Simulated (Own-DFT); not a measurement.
# Point defects and the pressure they add: zincblende InP

No measurement is shown. These are fixed-geometry runs of a retired plane-wave code named Own-DFT, which no person has reviewed; spin and spin-orbit coupling are neglected.

Method: PBE; PseudoDojo norm-conserving scalar-relativistic files; cutoff 36 hartree; 3 x 3 x 3 k mesh centred on Gamma; Fermi-Dirac smearing of 0.1 eV.

Keep in mind (not all hold for every row): not probed for a lower state with spin; forces on such cells moved up to 12 meV/angstrom on a denser k mesh; stress not checked against mesh or cutoff.

All runs share one cell, with vectors in Å (11.737, 0.000, 0.000); (0.000, 11.737, 0.000); (0.000, 0.000, 11.737) and a volume of 1617.0 Å³. u is the rms random offset of the atoms per axis. The defect's site can differ from row to row.

```
cell,formula,u (Å),P (GPa)
no defect,In32P32,0.0195,3.20
no defect,In32P32,0.0208,3.21
no defect,In32P32,0.0471,3.52
two P vacancies,In32P30,0.0279,2.90
two P vacancies,In32P30,0.0283,2.92
two P vacancies,In32P30,0.0285,2.97
two P vacancies,In32P30,0.0299,?
one In on a P site and one P on an In site,In32P32,0.0296,3.63
one In on a P site and one P on an In site,In32P32,0.0304,3.73
one In on a P site and one P on an In site,In32P32,0.0515,3.99
```

## Working it out

P = P0 + c u² + a shift for each defect gives P0 = 3.13 GPa, c = 175 ± 17 GPa/Å² and a scatter of 0.04 GPa. The shifts, and each times the cell's volume:

- one In on a P site and one P on an In site: 0.39 ± 0.03 GPa, 3.9 eV
- two P vacancies: -0.35 ± 0.03 GPa, -3.5 eV (-1.7 eV for each of its 2 sites)

A positive shift means that the defect pushes the cell outwards. Shift times volume (160.2 GPa Å³ is 1 eV) depends little on the cell's size, so, taken for each site, it can be compared between cells at like pressure. The atoms around the defects weren't relaxed, which would change these numbers.

## The run left out

The question: what pressure belongs in the blank (two P vacancies, u = 0.0299 Å)?

The fitted form gives 2.95 ± 0.04 GPa. The calculation gave 2.94 GPa.
